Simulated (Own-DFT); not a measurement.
# How strain changes the stress of wurtzite AlGaN with randomly placed atoms, 72 atoms (Al9Ga27N36)

Calculated results; nothing here was measured. They come from Own-DFT, an in-house plane-wave density functional program, since retired, whose code no person has reviewed. Each row is one single-point run on a periodic cell that was not relaxed, without spin or spin-orbit coupling.

Settings of every run: PBEsol; PseudoDojo norm-conserving scalar-relativistic files, made for PBE; cutoff 42 hartree; 4 x 4 x 3 k mesh centred on Gamma; Fermi-Dirac smearing of 0.1 eV.

Known limits: forces on such cells passed a denser k mesh, each cell not checked; stress not checked against mesh or cutoff.

Unstrained cell vectors in Å: (9.509, 0.000, 0.000); (-4.755, 8.235, 0.000); (0.000, 0.000, 10.268). The unstrained cell has measured lattice constants (interpolated for alloys), not those of this functional. That, the random moves and any unrelaxed bonds set the pressure at no strain. Each run strains this cell uniformly, with the atoms carried along. Every atom was also moved at random, by a Gaussian of width 0.05 Å on each axis. The random placing of the alloy's atoms differs from row to row. Strain is the symmetric tensor, in per cent. Stress is positive in tension, and the pressure is minus a third of its trace.

| run | e_xx (%) | e_yy (%) | e_zz (%) | s_xx (GPa) | s_yy (GPa) | s_zz (GPa) | P (GPa) | E (meV/atom) |
|---|---|---|---|---|---|---|---|---|
| 1 | 1.75 | 1.75 | 0.00 | 5.56 | 6.58 | 0.01 | -4.05 | 0.0 |
| 2 | -2.75 | -2.75 | 0.00 | -19.42 | -20.36 | -7.49 | 15.76 | 61.3 |
| 3 | 0.75 | 0.75 | 0.00 | 0.16 | 2.11 | -0.57 | -0.57 | 1.0 |
| 4 | -1.00 | -1.00 | 0.00 | -7.86 | -8.26 | -4.53 | 6.89 | 15.7 |
| 5 | 2.25 | 2.25 | 0.00 | 8.39 | 8.08 | 0.05 | -5.51 | 7.3 |
| 6 | -1.75 | -1.75 | 0.00 | -14.70 | -10.68 | -5.30 | 10.23 | 20.5 |
| 7 | -2.25 | -2.25 | 0.00 | -14.99 | -16.02 | -7.30 | 12.77 | 38.4 |
| 8 | -0.75 | -0.75 | 0.00 | -6.80 | -6.12 | -2.91 | 5.28 | 4.0 |
| 9 | 0.25 | 0.25 | 0.00 | ? | ? | ? | ? | ? |

E is the free energy for each atom above the lowest run shown.

## Worked fit

The change of volume is close to e_xx + e_yy + e_zz. A straight line through the runs shown gives P = 3.19 - 210 x (fractional change of volume) GPa, with an error of 8 on the slope and a scatter of 0.81 GPa. The strain isn't the same on all axes and the cell isn't cubic, so the slope belongs to this path and is not the bulk modulus.

## Withheld run

Question: what pressure should run 9 give? Its volume changes by 0.50 %.

The line gives 2.1 GPa. The calculation gave 1.33 GPa.
